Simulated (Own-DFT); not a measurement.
# One host, several defects: L1_0 TiAl

No measurement is shown. These are fixed-geometry runs of a retired plane-wave code named Own-DFT, which no person has reviewed; spin and spin-orbit coupling are neglected.

Method: PBEsol; PseudoDojo norm-conserving scalar-relativistic files, made for PBE; cutoff 42 hartree; 4 x 4 x 4 k mesh centred on Gamma; cold (Marzari-Vanderbilt) smearing of 0.2 eV.

Known weak points: forces on such cells failed a check on a denser k mesh; stress not checked against mesh or cutoff.

All runs share one cell, with vectors in Å (5.622, 5.622, 0.000); (-5.622, 5.622, 0.000); (0.000, 0.000, 8.133) and a volume of 514.0 Å³. u is the rms random offset of the atoms per axis. The defect's site can differ from row to row.

```
            cell   formula   u (Å)  P (GPa)
       no defect  Al16Ti16  0.0179    -1.68
       no defect  Al16Ti16  0.0205    -1.66
       no defect  Al16Ti16  0.0472    -1.17
  one Ti vacancy  Al16Ti15  0.0256    -2.19
  one Ti vacancy  Al16Ti15  0.0309        ?
  one Ti vacancy  Al16Ti15  0.0324    -2.08
  one Ti vacancy  Al16Ti15  0.0345    -2.17
two Al vacancies  Al14Ti16  0.0299    -3.16
two Al vacancies  Al14Ti16  0.0496    -2.83
two Al vacancies  Al14Ti16  0.0509    -3.05
```

## What the rows give

P = P0 + c u² + a shift for each defect gives P0 = -1.70 GPa, c = 203 ± 51 GPa/Å² and a scatter of 0.11 GPa. The shifts, and each times the cell's volume:

- one Ti vacancy: -0.64 ± 0.09 GPa, -2.0 eV
- two Al vacancies: -1.71 ± 0.10 GPa, -5.5 eV (-2.7 eV for each of its 2 sites)

Positive is outwards. The product with the volume (160.2 GPa Å³ to the eV) is nearly free of the cell's size; divided by the bulk modulus at the cell's pressure it gives the volume that the defect adds. The atoms around the defects weren't relaxed, which would change these numbers.

## Check

Asked: what pressure belongs in the blank (one Ti vacancy, u = 0.0309 Å)?

The fitted form gives -2.15 ± 0.12 GPa. Computed: -2.14 GPa.
